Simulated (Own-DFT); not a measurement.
# Strain and stress in wurtzite GaN, 96 atoms (Ga48N48)

No measurement is shown. These are fixed-geometry runs of a retired plane-wave code named Own-DFT, which no person has reviewed; spin and spin-orbit coupling are neglected.

Method: PBE; PseudoDojo norm-conserving scalar-relativistic files (stringent for Ga); cutoff 96 hartree; 3 x 4 x 3 k mesh centred on Gamma; Gaussian smearing of 0.01 eV.

Caveats: forces on such cells passed a denser k mesh, each cell not checked; stress not checked against mesh or cutoff.

Unstrained cell vectors in Å: (12.756, 0.000, 0.000); (-4.783, 8.285, 0.000); (0.000, 0.000, 10.370). The unstrained cell has measured lattice constants (interpolated for alloys), not those of this functional. That, the random moves and any unrelaxed bonds set the pressure at no strain. In each run the cell takes a homogeneous strain; fractional positions stay. Each atom got a random Gaussian move of width 0.05 Å along each axis. Strain is the symmetric tensor, in per cent. Stress is positive in tension, and the pressure is minus a third of its trace.

```
run  e_xx (%)  e_yy (%)  e_zz (%)  e_yz (%)  e_xz (%)  e_xy (%)  s_xx (GPa)  s_yy (GPa)  s_zz (GPa)  s_yz (GPa)  s_xz (GPa)  s_xy (GPa)  P (GPa)  E (meV/atom)
  1     -0.45      1.40      1.14     -0.70      1.60     -0.84       -6.80       -0.90       -1.22       -2.11        3.27       -2.21     2.97           6.8
  2      0.46      1.95     -0.56     -1.03      0.89      0.43       -3.08        0.79       -9.75       -2.46        2.09        2.17     4.02          27.5
  3      0.69      1.99     -0.63      1.31     -0.17     -0.59       -2.44        1.18       -7.66        2.38       -0.26       -1.33     2.97           3.3
  4      0.64     -1.80      1.42      0.70     -0.01     -0.99       -7.20      -12.58       -1.19        2.00       -0.06       -3.17     6.99          28.1
  5      1.98      1.50      0.08     -1.60     -1.35      0.41        2.64       -0.25       -5.10       -3.51       -2.99        1.22     0.90          19.9
  6      0.37      1.88      1.45     -0.38     -1.91     -0.95       -2.47        1.69        0.54       -1.06       -3.97       -3.08     0.08           2.4
  7      0.07      1.78     -1.51     -1.89     -1.91      1.68       -4.67       -2.14      -13.42       -4.21       -3.65        4.66     6.74          31.8
  8     -0.27     -0.24     -1.60      1.07      1.27      0.13      -10.24       -8.33      -16.58        2.61        1.68        0.46    11.72          37.6
  9     -1.25     -0.68     -1.06      1.93     -1.17     -0.18      -12.79      -12.29      -16.43        5.03       -2.28       -0.14    13.83          56.0
 10     -0.80      0.94      0.47      0.47      0.07      1.35       -9.24       -4.07       -4.14        1.25       -0.24        3.58     5.82          11.4
 11     -1.66     -0.87      0.97     -1.41      1.41     -1.55      -14.07      -13.00       -4.91       -2.39        3.23       -6.29    10.66          39.7
 12     -0.52      1.09      1.53      0.93     -1.18      1.02       -6.80       -0.81       -2.61        1.22       -2.36        2.50     3.41          17.9
 13     -1.82     -0.93     -0.67     -0.42     -0.55     -0.25      -18.10      -15.14      -11.25       -1.31       -2.24       -1.91    14.83          54.5
 14     -0.36     -0.02     -1.74     -1.44     -1.90      0.08       -9.03       -6.69      -19.19       -3.10       -3.95       -0.32    11.64          38.0
 15     -1.32     -1.94     -0.94      1.64     -0.72     -1.40      -17.47      -18.28      -14.64        3.73       -0.66       -3.98    16.80          68.0
 16     -0.25     -1.71      1.25     -1.21      1.18      1.71       -9.35      -14.63       -2.35       -2.72        2.71        4.62     8.78          27.2
 17      0.57      1.70      1.23      0.62      1.66     -0.01       -1.00        1.54       -1.63        1.34        3.16       -0.25     0.36           0.0
 18      0.09     -0.17      0.26     -1.90      0.41     -0.21           ?           ?           ?           ?           ?           ?        ?             ?
```

E is the free energy for each atom above the lowest run shown.

## Working it out

Least squares on the runs shown: each stress against a constant and the strains, taken as fractions with shears doubled. Shear strains stay in the fit of a normal stress only where such slopes are resolved. The slopes, in GPa:

```
stress  at no strain  per e_xx  per e_yy  per e_zz  scatter
  s_xx          -7.4  403 ± 27  156 ± 18   62 ± 18     0.88
  s_yy          -7.4  112 ± 36  419 ± 24   64 ± 25     1.17
  s_zz          -8.0   72 ± 45   59 ± 30  497 ± 31     1.45
```

The slope of each shear stress on twice its own strain, from a fit on all six strains: yz 109 ± 5, xz 100 ± 6, xy 149 ± 7 GPa. These are stiffnesses along x, y and z of the frame in which the cell vectors are given, with the crystal's c axis along z: C11, C12, C13 and C33. Hexagonal symmetry asks that xx and yy behave alike, which is a second check on the noise. The atoms are held to the strained lattice; where symmetry lets them move under strain, relaxing them would lower some slopes. Symmetry asks for nearly equal slopes across the diagonal; the mismatch is a measure of noise. A ninth of the table's sum, 205 ± 3 GPa, estimates the bulk modulus near the mean pressure of these runs, 7.2 GPa, so it lies above the value at zero pressure.

## Withheld run

Q: what normal stresses and pressure should run 18 give?

Estimate: s_xx = -7.2, s_yy = -7.8, s_zz = -6.8 and P = 7.3 GPa. DFT gave -5.86, -8.44, -5.81 and P = 6.70 GPa.
